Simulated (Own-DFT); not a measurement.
# Which arrangement is lower? C36Si36, 72 atoms

Everything here is calculated. The program is Own-DFT (plane waves, in-house, since retired, never reviewed by a person); positions were held fixed, and spin and spin-orbit coupling were off.

All runs used: PBE; PseudoDojo norm-conserving scalar-relativistic files; cutoff 42 hartree; 4 x 4 x 3 k mesh centred on Gamma; Fermi-Dirac smearing of 0.1 eV.

Limits: forces on such cells passed a denser k mesh, each cell not checked; stress not checked against mesh or cutoff.

All cells hold the same atoms in the same cell, with vectors in Å (9.248, 0.000, 0.000); (-4.624, 8.009, 0.000); (0.000, 0.000, 10.068). u is the rms random offset of the atoms per axis. E is the free energy of the whole cell, counted from the lowest run. The arrangements:

- A: 2H SiC
- B: 4H SiC

| arrangement | u (Å) | E (eV) | P (GPa) |
|---|---|---|---|
| A | 0.0282 | 0.271 | 3.84 |
| A | 0.0325 | 0.747 | 3.93 |
| A | 0.0327 | 0.626 | 4.02 |
| A | 0.0566 | 6.034 | 5.56 |
| A | 0.0602 | 7.578 | 6.34 |
| A | 0.0633 | 7.624 | 6.16 |
| B | 0.0296 | 0.246 | 3.84 |
| B | 0.0296 | 0.367 | 3.91 |
| B | 0.0299 | 0.000 | 3.70 |
| B | 0.0587 | 7.664 | 6.32 |
| B | 0.0592 | 7.308 | 6.39 |
| B | 0.0597 | 7.122 | 5.97 |

The question: what order do the arrangements take when the shaking is discounted?

## Solution

Fit E = a + b u², with one b for all and one a for each arrangement, and with residuals divided by u², since the noise grows with the moves. Then b = 2582 eV/Å², the scatter at u = 0.04 Å is 0.29 eV, and against A:

- B: -0.10 ± 0.13 eV (not told apart from A)

The cells share one lattice and weren't relaxed, which can shift such small differences either way.
